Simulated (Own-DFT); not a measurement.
# What a defect does to the pressure of its cell: C11b WSi2

The numbers are computed, not measured, by runs of the plane-wave DFT program Own-DFT (in-house, retired, unreviewed) at fixed positions, with no spin and no spin-orbit coupling.

All runs used: PBE; PseudoDojo norm-conserving scalar-relativistic files; cutoff 50 hartree; 5 x 5 x 5 k mesh centred on Gamma; cold (Marzari-Vanderbilt) smearing of 0.2 eV.

Keep in mind: forces on such cells failed a check on a denser k mesh; stress not checked against mesh or cutoff.

All runs share one cell, with vectors in Å (-2.148, -5.953, 3.409); (-6.444, 2.976, 1.136); (-2.553, -2.948, -6.757) and a volume of 403.2 Å³. u is the rms random offset of the atoms per axis. The defect's site can differ from row to row.

| cell | formula | u (Å) | P (GPa) |
|---|---|---|---|
| no defect | Si20W10 | 0.0190 | 4.32 |
| no defect | Si20W10 | 0.0205 | 4.56 |
| no defect | Si20W10 | 0.0488 | 5.61 |
| one Si vacancy | Si19W10 | 0.0313 | 3.68 |
| one Si vacancy | Si19W10 | 0.0484 | 4.35 |
| one Si vacancy | Si19W10 | 0.0499 | 4.91 |
| one Si on a W site | Si21W9 | 0.0317 | 6.67 |
| one Si on a W site | Si21W9 | 0.0472 | 7.12 |
| one Si on a W site | Si21W9 | 0.0483 | 6.73 |
| one W on a Si site | Si19W11 | 0.0253 | 9.60 |
| one W on a Si site | Si19W11 | 0.0349 | 10.09 |
| one W on a Si site | Si19W11 | 0.0575 | 11.67 |
| one W vacancy | Si20W9 | 0.0263 | 3.55 |
| one W vacancy | Si20W9 | 0.0334 | ? |
| one W vacancy | Si20W9 | 0.0413 | 4.48 |
| one W vacancy | Si20W9 | 0.0429 | 4.23 |

## What the rows give

P = P0 + c u² + a shift for each defect gives P0 = 4.15 GPa, c = 638 ± 81 GPa/Å² and a scatter of 0.26 GPa. The shifts, and each times the cell's volume:

- one W on a Si site: 5.20 ± 0.22 GPa, 13.1 eV
- one Si on a W site: 1.50 ± 0.22 GPa, 3.8 eV
- one W vacancy: -0.97 ± 0.21 GPa, -2.4 eV
- one Si vacancy: -1.08 ± 0.22 GPa, -2.7 eV

Positive is outwards. The product with the volume (160.2 GPa Å³ to the eV) is nearly free of the cell's size; divided by the bulk modulus at the cell's pressure it gives the volume that the defect adds. The atoms around the defects weren't relaxed, which would change these numbers.

## Test on the hidden row

Q: what pressure belongs in the blank (one W vacancy, u = 0.0334 Å)?

From the fit: 3.90 ± 0.30 GPa. Computed: 3.91 GPa.
